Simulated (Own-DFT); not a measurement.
Si3Ge (layered order of Si and Ge on the diamond lattice, atoms displaced), SiGe (layered order of Si and Ge on the diamond lattice, atoms displaced) (calculated)

A calculation, not a measurement: plane-wave density functional theory by an unreviewed code, no spin, of a simulated periodic cell, stress positive in tension, run twice, with PBE and with PBEsol, both on files made for PBE, so the change isn't that of files made for PBEsol, forces on such cells passed a denser k mesh, this cell's mesh not checked; the far tail of each file's local potential was reset to the Coulomb form; each entry is a single point on an unrelaxed cell, so the pressure reflects the starting lattice, mostly measured values (interpolated for alloys), from which strain is counted, and rises with the displacements; printed positions are rounded, which can move forces by about a meV/angstrom; the program, named Own-DFT, is a retired in-house code; no spin-orbit coupling; stress was not checked against mesh or cutoff. Program: Own-DFT development build.

Settings shared by all entries: functional PBE, then PBEsol; potential files PseudoDojo norm-conserving, scalar-relativistic, standard set; wave cutoff 42 hartree; occupations Fermi-Dirac; smearing width 0.1 eV; k mesh 3 x 3 x 3 centred on Gamma.

(1) Si3Ge (layered order of Si and Ge on the diamond lattice, atoms displaced)

```
Si3Ge
1.0
     10.9755     0.0000     0.0000
      0.0000    10.9755     0.0000
      0.0000     0.0000    10.9755
Ge Si Ge Si Ge Si Ge Si Ge Si Ge Si Ge Si Ge Si Ge Si Ge Si Ge Si Ge Si
1 2 2 2 1 8 1 2 2 2 1 8 1 2 2 2 1 8 1 2 2 2 1 8
Direct
  0.00361 0.00200 0.00127
  0.00016 0.25735 0.25431
  0.25317 0.99366 0.24671
  0.25460 0.24985 0.99627
  0.11984 0.12816 0.12294
  0.12373 0.37520 0.36753
  0.37338 0.12477 0.37454
  0.37415 0.37176 0.13011
  0.00057 0.99906 0.50142
  0.99786 0.25174 0.75373
  0.25706 0.00336 0.75344
  0.25415 0.24985 0.50257
  0.12303 0.12512 0.62475
  0.12473 0.37777 0.87361
  0.37853 0.12829 0.87540
  0.37482 0.36688 0.62476
  0.99616 0.49778 0.00468
  0.99995 0.75039 0.25311
  0.25116 0.49610 0.24962
  0.24529 0.75212 0.99971
  0.12774 0.63005 0.12532
  0.13224 0.87371 0.37938
  0.37804 0.62580 0.37460
  0.37685 0.87087 0.12113
  0.00387 0.50008 0.49720
  0.00497 0.74744 0.74746
  0.25326 0.50197 0.74709
  0.24680 0.75202 0.50008
  0.12334 0.62344 0.62335
  0.12475 0.87912 0.87473
  0.37067 0.62633 0.87190
  0.37082 0.87580 0.62820
  0.50352 0.00254 0.99990
  0.49991 0.25144 0.24568
  0.75047 0.99744 0.25039
  0.75521 0.24802 0.99767
  0.62496 0.12895 0.12807
  0.62528 0.37463 0.37479
  0.87285 0.12873 0.36938
  0.87500 0.37511 0.12542
  0.49749 0.00196 0.50328
  0.49816 0.25451 0.75029
  0.74964 0.99913 0.74814
  0.74592 0.24742 0.49798
  0.62700 0.12407 0.62181
  0.62527 0.37465 0.87696
  0.87388 0.12568 0.87227
  0.87266 0.37431 0.62312
  0.50162 0.50094 0.99734
  0.49416 0.75117 0.25034
  0.75368 0.50360 0.25051
  0.74758 0.75221 0.99956
  0.62424 0.62523 0.12552
  0.62503 0.87661 0.37505
  0.87543 0.62908 0.37502
  0.87702 0.87331 0.12583
  0.49739 0.49887 0.50228
  0.49962 0.74918 0.74857
  0.74900 0.49593 0.75179
  0.75005 0.74652 0.49941
  0.62122 0.62998 0.62356
  0.62512 0.87224 0.87595
  0.87665 0.62118 0.87271
  0.87977 0.87414 0.62708
```

```
PBE pressure                                      : 2.46 GPa
PBE stress xx                                     : -2.44 GPa
PBE stress yy                                     : -2.45 GPa
PBE stress zz                                     : -2.5 GPa
PBE stress yz                                     : -0.21 GPa
PBE stress xz                                     : -0.01 GPa
PBE stress xy                                     : -0.23 GPa
PBEsol pressure                                   : 0.68 GPa
PBEsol stress xx                                  : -0.66 GPa
PBEsol stress yy                                  : -0.67 GPa
PBEsol stress zz                                  : -0.72 GPa
PBEsol stress yz                                  : -0.21 GPa
PBEsol stress xz                                  : 0 GPa
PBEsol stress xy                                  : -0.24 GPa
rms change of force components from PBE to PBEsol : 0.043 eV/Å
```

Force:
```csv
force element,PBE force x (eV/Å),PBE force y (eV/Å),PBE force z (eV/Å),PBEsol force x (eV/Å),PBEsol force y (eV/Å),PBEsol force z (eV/Å)
Ge,-1.058,-0.257,-0.961,-1.026,-0.239,-0.852
Si,-0.418,-1.05,-0.473,-0.428,-1.039,-0.574
Si,-0.494,0.835,0.534,-0.477,0.814,0.426
Ge,-0.8,0.225,-0.117,-0.78,0.226,-0.033
Ge,1.103,0.276,1.272,1.069,0.253,1.157
Si,0.889,0.253,1.513,0.889,0.25,1.495
Si,0.307,-0.111,-0.283,0.301,-0.108,-0.295
Ge,0.224,0.608,-0.701,0.211,0.584,-0.766
Si,-0.032,0.289,-0.579,-0.04,0.286,-0.583
Si,0.24,0.028,-0.668,0.238,0.032,-0.649
Si,-0.953,0.085,-0.215,-0.941,0.092,-0.203
Si,-1.159,-0.321,-0.829,-1.152,-0.315,-0.826
Si,0.338,0.125,0.443,0.332,0.122,0.443
Si,0.185,0.084,-0.231,0.184,0.089,-0.135
Si,0.291,-0.298,-0.537,0.288,-0.288,-0.422
Si,0.021,1.374,0.1,0.019,1.359,0.101
Ge,0.977,0.698,-1.02,0.941,0.668,-0.916
Si,0.525,0.294,0.536,0.524,0.299,0.43
Si,-0.066,0.999,0.455,-0.052,0.987,0.351
Ge,0.46,0.071,-1.163,0.449,0.064,-1.044
Ge,-0.616,-1.028,0.915,-0.592,-0.992,0.815
Si,-1.079,0.55,-0.746,-1.07,0.552,-0.749
Si,-0.778,-0.324,0.372,-0.773,-0.322,0.363
Ge,0.003,0.541,0.289,-0.008,0.527,0.202
Si,-0.686,-0.171,-0.035,-0.677,-0.174,-0.04
Si,-0.387,0.204,0.573,-0.375,0.201,0.58
Si,-0.489,-0.526,-0.173,-0.477,-0.524,-0.173
Si,0.788,-0.791,0.441,0.786,-0.794,0.442
Si,0.6,-0.01,-0.129,0.593,-0.013,-0.127
Si,0.244,-0.157,-0.818,0.235,-0.15,-0.711
Si,0.486,0.039,-0.054,0.478,0.048,0.048
Si,0.479,-0.136,-0.309,0.468,-0.142,-0.309
Ge,-0.097,-0.178,-0.494,-0.094,-0.174,-0.405
Si,0.061,-0.218,1.687,0.057,-0.215,1.561
Si,-0.062,0.359,0.226,-0.057,0.349,0.124
Ge,-0.677,0.146,-0.16,-0.661,0.152,-0.073
Ge,0.586,-0.498,0.123,0.573,-0.493,0.038
Si,-0.149,0.38,-0.173,-0.148,0.38,-0.183
Si,0.296,-0.509,0.731,0.294,-0.503,0.71
Ge,-0.4,-0.144,0.918,-0.381,-0.134,0.807
Si,0.035,-0.326,-0.349,0.028,-0.325,-0.342
Si,0.913,-0.776,0.045,0.912,-0.768,0.052
Si,0.045,-0.155,0.132,0.039,-0.156,0.138
Si,0.543,0.305,-0.077,0.538,0.3,-0.077
Si,-0.538,0.134,0.645,-0.534,0.135,0.646
Si,0.096,-0.169,-0.587,0.092,-0.169,-0.472
Si,0.338,-0.638,-0.358,0.326,-0.63,-0.253
Si,0.214,-0.054,-0.119,0.212,-0.054,-0.125
Ge,-0.729,-0.1,-0.094,-0.703,-0.088,-0.015
Si,1.073,-0.131,0.488,1.058,-0.114,0.379
Si,-0.435,-0.296,0.546,-0.429,-0.297,0.441
Ge,0.687,-0.629,-0.526,0.673,-0.619,-0.43
Ge,-0.088,0.184,0.728,-0.088,0.182,0.627
Si,-0.329,-0.23,0.294,-0.329,-0.228,0.286
Si,0.24,-0.613,0.155,0.24,-0.606,0.149
Ge,-0.024,0.23,0.297,-0.028,0.225,0.211
Si,0.274,-0.064,-0.153,0.267,-0.069,-0.144
Si,-0.339,0.386,0.282,-0.336,0.384,0.291
Si,-0.176,0.636,-0.561,-0.179,0.629,-0.551
Si,0.002,0.826,0.176,0.003,0.819,0.176
Si,0.464,-1.037,0.241,0.46,-1.026,0.239
Si,-0.198,0.554,-0.962,-0.192,0.544,-0.846
Si,-0.239,0.44,-0.224,-0.229,0.432,-0.129
Si,-0.53,-0.215,-0.282,-0.525,-0.215,-0.276
```

(2) SiGe (layered order of Si and Ge on the diamond lattice, atoms displaced)

```
SiGe
1.0
     11.0890     0.0000     0.0000
      0.0000    11.0890     0.0000
      0.0000     0.0000    11.0890
Ge Si Ge Si Ge Si Ge Si
8 8 8 8 8 8 8 8
Direct
  0.00423 0.99545 0.99475
  0.99991 0.24841 0.25291
  0.25046 0.00014 0.24378
  0.25034 0.25249 0.99876
  0.12706 0.12402 0.12565
  0.12038 0.37672 0.37446
  0.37158 0.12360 0.37324
  0.37572 0.37883 0.12617
  0.00243 0.99904 0.50236
  0.00043 0.25179 0.75005
  0.24946 0.00658 0.75422
  0.25209 0.25203 0.49923
  0.12624 0.11998 0.62729
  0.12935 0.37618 0.86790
  0.37429 0.12295 0.87787
  0.37691 0.37024 0.62259
  0.99887 0.49777 0.00140
  0.00071 0.75193 0.25297
  0.24751 0.50080 0.25302
  0.24972 0.75250 0.00216
  0.12174 0.62309 0.12273
  0.12417 0.87577 0.37460
  0.37259 0.62289 0.37477
  0.38190 0.87843 0.12645
  0.99968 0.49745 0.49424
  0.00497 0.74816 0.74799
  0.24463 0.50332 0.74655
  0.25252 0.74413 0.50055
  0.12088 0.62741 0.62555
  0.12526 0.87305 0.87972
  0.37626 0.62590 0.87226
  0.37638 0.87907 0.62124
  0.49744 0.99912 0.99797
  0.49775 0.25135 0.25263
  0.74676 0.00468 0.25276
  0.74745 0.25040 0.99643
  0.61973 0.12404 0.12781
  0.62340 0.37332 0.37456
  0.87227 0.12554 0.37407
  0.87408 0.37628 0.12319
  0.50069 0.99445 0.50128
  0.50092 0.25322 0.75366
  0.75089 0.00106 0.75514
  0.74602 0.24815 0.50123
  0.62743 0.12474 0.62777
  0.62562 0.37593 0.87543
  0.87194 0.13047 0.87357
  0.87222 0.37681 0.62818
  0.50086 0.50014 0.99860
  0.50134 0.75352 0.24394
  0.74883 0.50083 0.24954
  0.74194 0.75126 0.00220
  0.62408 0.62575 0.12354
  0.62912 0.86909 0.37372
  0.87635 0.62419 0.37614
  0.87423 0.87516 0.12645
  0.50261 0.50240 0.49879
  0.49647 0.74402 0.75256
  0.74807 0.49745 0.75052
  0.74944 0.74767 0.49871
  0.62530 0.62542 0.62268
  0.62704 0.87299 0.87612
  0.87813 0.62423 0.87481
  0.87289 0.87525 0.62520
```

```
PBE pressure                                      : 2.98 GPa
PBE stress xx                                     : -2.97 GPa
PBE stress yy                                     : -2.97 GPa
PBE stress zz                                     : -2.98 GPa
PBE stress yz                                     : 0.12 GPa
PBE stress xz                                     : -0.06 GPa
PBE stress xy                                     : -0.07 GPa
PBEsol pressure                                   : 0.69 GPa
PBEsol stress xx                                  : -0.68 GPa
PBEsol stress yy                                  : -0.68 GPa
PBEsol stress zz                                  : -0.7 GPa
PBEsol stress yz                                  : 0.12 GPa
PBEsol stress xz                                  : -0.05 GPa
PBEsol stress xy                                  : -0.08 GPa
rms change of force components from PBE to PBEsol : 0.043 eV/Å
```

Force:
```csv
force element,PBE force x (eV/Å),PBE force y (eV/Å),PBE force z (eV/Å),PBEsol force x (eV/Å),PBEsol force y (eV/Å),PBEsol force z (eV/Å)
Ge,-1.068,0.966,0.255,-1.045,0.947,0.33
Ge,-0.255,0.047,-0.658,-0.249,0.048,-0.638
Ge,0.03,-0.333,0.791,0.034,-0.314,0.762
Ge,0.051,0.009,-0.334,0.053,0.005,-0.245
Ge,-0.552,0.345,-0.643,-0.525,0.327,-0.617
Ge,0.797,-0.558,0.575,0.782,-0.548,0.471
Ge,0.335,-0.189,0.879,0.328,-0.183,0.769
Ge,-0.232,-0.224,-0.024,-0.224,-0.221,-0.018
Si,-0.54,0.076,0.203,-0.532,0.068,0.104
Si,-0.033,-0.188,-0.327,-0.031,-0.188,-0.32
Si,0.137,-1.166,-0.213,0.134,-1.159,-0.198
Si,-0.616,-0.466,0.478,-0.618,-0.466,0.377
Si,-0.134,1.014,-0.249,-0.13,1.006,-0.256
Si,-0.589,-0.021,0.337,-0.577,-0.029,0.427
Si,0.165,0.784,-0.676,0.172,0.775,-0.565
Si,-0.058,0.937,0.312,-0.053,0.928,0.306
Ge,0.348,-0.124,-1.3,0.338,-0.12,-1.178
Ge,-0.227,-0.321,-0.46,-0.223,-0.309,-0.451
Ge,-0.137,-0.061,-0.571,-0.132,-0.058,-0.559
Ge,0.558,-0.381,-0.306,0.543,-0.375,-0.223
Ge,0.314,0.398,0.45,0.305,0.384,0.446
Ge,0.731,-0.069,0.76,0.706,-0.078,0.655
Ge,0.79,0.417,0.228,0.758,0.394,0.143
Ge,-1.054,-0.251,-0.491,-1.021,-0.24,-0.474
Si,-0.435,0.403,1.699,-0.425,0.393,1.575
Si,-0.852,0.593,0.488,-0.843,0.596,0.492
Si,0.963,-0.188,-0.235,0.959,-0.178,-0.236
Si,-0.424,0.945,0.556,-0.408,0.921,0.459
Si,0.358,-0.596,-0.809,0.344,-0.595,-0.817
Si,0.533,-0.076,-1.637,0.527,-0.073,-1.514
Si,-0.841,-0.447,0.108,-0.838,-0.455,0.208
Si,-0.569,-0.764,0.973,-0.573,-0.756,0.963
Ge,0.731,0.092,-0.667,0.708,0.08,-0.552
Ge,-0.218,-0.121,-0.267,-0.209,-0.118,-0.267
Ge,0.275,-0.691,-0.441,0.268,-0.673,-0.432
Ge,-0.111,-0.149,0.364,-0.106,-0.139,0.432
Ge,0.179,0.391,-0.552,0.172,0.378,-0.524
Ge,0.266,0.298,0.686,0.253,0.287,0.583
Ge,0.376,0.009,1.303,0.364,0.008,1.183
Ge,-0.135,-0.568,0.341,-0.128,-0.542,0.332
Si,0.446,0.769,-0.083,0.456,0.766,-0.178
Si,-0.119,-0.628,-0.221,-0.119,-0.622,-0.207
Si,-0.013,-0.147,-0.471,-0.011,-0.146,-0.455
Si,0.503,0.3,0.551,0.5,0.303,0.447
Si,-0.586,-0.242,0.05,-0.583,-0.242,0.047
Si,-0.194,0.075,-0.542,-0.187,0.073,-0.431
Si,0.807,-0.619,-0.246,0.789,-0.597,-0.151
Si,0.258,-0.353,-0.645,0.257,-0.347,-0.645
Ge,-0.163,0.139,-0.558,-0.158,0.139,-0.456
Ge,-0.122,-0.864,1.055,-0.11,-0.831,1.01
Ge,0.063,-0.061,0.101,0.062,-0.06,0.091
Ge,1.499,-0.138,-0.749,1.455,-0.146,-0.64
Ge,-0.195,-0.459,0.206,-0.191,-0.434,0.198
Ge,-0.446,0.542,0.601,-0.44,0.536,0.497
Ge,-0.198,0.058,0.237,-0.191,0.059,0.148
Ge,-0.18,0.261,-0.133,-0.174,0.249,-0.121
Si,-0.323,-0.423,0.52,-0.324,-0.42,0.418
Si,0.661,1.114,-0.82,0.657,1.107,-0.81
Si,0.202,0.665,0.006,0.194,0.662,0.015
Si,0.391,0.01,0.849,0.388,0.013,0.735
Si,-0.065,-0.112,0.472,-0.061,-0.107,0.464
Si,-0.747,0.209,-0.87,-0.737,0.196,-0.764
Si,-0.585,0.24,-0.399,-0.572,0.231,-0.306
Si,0.251,-0.11,0.163,0.242,-0.11,0.156
```
